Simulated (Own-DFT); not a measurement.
# Strain and stress in wurtzite GaN, 72 atoms (Ga36N36)

These are calculations, not measurements. They come from Own-DFT, an in-house plane-wave density functional program, since retired, whose code no person has reviewed. Each row is one single-point run on a periodic cell that was not relaxed, without spin or spin-orbit coupling.

Settings of every run: PBE; PseudoDojo norm-conserving scalar-relativistic files (stringent for Ga); cutoff 96 hartree; 4 x 4 x 3 k mesh centred on Gamma; Gaussian smearing of 0.01 eV.

Known limits: forces not confirmed at this smearing and k mesh; stress not checked against mesh or cutoff.

Unstrained cell vectors in Å: (9.567, 0.000, 0.000); (-4.783, 8.285, 0.000); (0.000, 0.000, 10.370). The unstrained cell has measured lattice constants (interpolated for alloys), not those of this functional. That, the random moves and any unrelaxed bonds set the pressure at no strain. Each run strains this cell uniformly, with the atoms carried along. Every atom was also moved at random, by a Gaussian of width 0.05 Å on each axis. Strain is the symmetric tensor, in per cent. Stress is positive in tension, and the pressure is minus a third of its trace.

| run | e_xx (%) | e_yy (%) | e_zz (%) | e_yz (%) | e_xz (%) | e_xy (%) | s_xx (GPa) | s_yy (GPa) | s_zz (GPa) | s_yz (GPa) | s_xz (GPa) | s_xy (GPa) | P (GPa) | E (meV/atom) |
|---|---|---|---|---|---|---|---|---|---|---|---|---|---|---|
| 1 | -0.34 | -1.07 | -1.06 | -0.04 | 0.02 | 1.60 | -10.13 | -11.86 | -14.18 | 0.23 | -0.15 | 4.24 | 12.06 | 10.9 |
| 2 | 0.25 | -0.89 | -1.64 | -1.85 | -1.25 | -0.58 | -9.30 | -10.22 | -16.60 | -4.50 | -3.04 | -2.67 | 12.04 | 21.7 |
| 3 | -1.09 | -0.11 | -1.77 | 1.99 | -1.17 | 1.20 | -14.55 | -9.28 | -18.13 | 4.59 | -3.37 | 2.96 | 13.99 | 46.4 |
| 4 | -0.24 | -1.66 | 1.20 | 1.79 | 1.34 | 0.75 | -8.10 | -14.66 | -4.13 | 4.36 | 2.66 | 2.53 | 8.96 | 19.3 |
| 5 | -0.45 | 0.94 | -0.25 | 1.43 | 1.11 | -1.00 | -7.41 | -4.95 | -8.11 | 1.94 | 2.09 | -3.71 | 6.83 | 6.9 |
| 6 | -0.69 | 0.98 | 0.18 | -1.64 | -1.33 | -1.16 | -6.89 | -4.21 | -7.36 | -3.81 | -2.46 | -3.40 | 6.15 | 0.0 |
| 7 | -1.68 | -0.03 | -1.29 | 1.13 | -1.26 | 1.51 | -14.82 | -11.24 | -15.25 | 1.73 | -2.13 | 4.79 | 13.77 | 28.7 |
| 8 | -1.85 | 0.91 | -1.32 | -1.62 | -1.74 | -0.35 | -18.27 | -7.35 | -13.16 | -2.63 | -4.23 | 0.09 | 12.93 | 58.9 |
| 9 | 0.70 | 1.95 | -1.90 | -1.14 | -0.68 | -0.12 | -3.40 | 0.64 | -15.54 | -2.69 | -2.08 | -1.01 | 6.10 | 9.5 |
| 10 | 0.71 | -1.46 | -1.34 | 0.44 | 0.84 | -0.55 | -7.34 | -12.60 | -14.10 | 1.83 | 2.42 | -2.05 | 11.35 | 12.9 |
| 11 | 1.33 | -0.67 | 1.61 | 1.09 | -1.62 | -1.90 | -1.56 | -6.32 | -0.50 | 2.63 | -3.41 | -4.57 | 2.80 | 0.0 |
| 12 | 0.35 | -1.75 | -0.70 | -1.60 | -0.54 | 0.51 | -8.85 | -16.66 | -11.12 | -4.73 | -1.05 | 2.07 | 12.21 | 29.4 |
| 13 | 0.35 | 0.87 | -1.89 | 1.48 | -0.22 | 0.32 | -6.26 | -3.49 | -15.53 | 3.17 | -0.85 | 0.46 | 8.42 | 9.3 |
| 14 | 0.39 | -0.07 | -1.38 | -0.01 | 1.41 | 1.49 | -4.96 | -10.31 | -13.72 | 0.40 | 3.25 | 4.39 | 9.67 | 17.8 |
| 15 | -0.74 | 0.36 | 1.36 | 1.99 | -1.00 | -1.57 | -8.44 | -6.27 | -2.02 | 4.27 | -1.09 | -5.81 | 5.58 | 5.4 |
| 16 | -1.96 | 0.27 | 0.37 | 0.01 | 1.25 | -0.78 | -17.13 | -7.55 | -6.72 | -0.82 | 1.79 | -1.81 | 10.47 | 24.0 |
| 17 | -0.35 | -0.06 | 0.16 | 1.78 | -0.34 | 0.78 | ? | ? | ? | ? | ? | ? | ? | ? |

E is the free energy for each atom above the lowest run shown.

## Worked fit

Each stress component was fitted by least squares to a constant and the strains of the runs shown, as fractions, with shears doubled. Shear strains stay in the fit of a normal stress only where such slopes are resolved. The slopes, in GPa:

```
stress  at no strain  per e_xx  per e_yy  per e_zz  scatter
  s_xx          -7.0  477 ± 38  130 ± 35  101 ± 30     1.38
  s_yy          -7.4  137 ± 35  419 ± 32   56 ± 28     1.29
  s_zz          -8.0   52 ± 21   66 ± 20  459 ± 17     0.78
```

Each shear stress against twice its own strain: yz 113 ± 9, xz 103 ± 8, xy 159 ± 13 GPa. These are stiffnesses along x, y and z of the frame in which the cell vectors are given, which need not be the crystal's axes. The atoms are held to the strained lattice; where symmetry lets them move under strain, relaxing them would lower some slopes. The table should be nearly symmetric about its diagonal, and what it lacks of that shows the noise. A ninth of its sum, 211 ± 6 GPa, estimates the bulk modulus near the mean pressure of these runs, 9.6 GPa, so it lies above the value at zero pressure.

## Withheld run

Question: what normal stresses and pressure should run 17 give?

The fit gives s_xx = -8.6, s_yy = -8.0, s_zz = -7.5 and P = 8.0 GPa. The calculation gave -10.15, -6.84, -7.07 and P = 8.02 GPa.
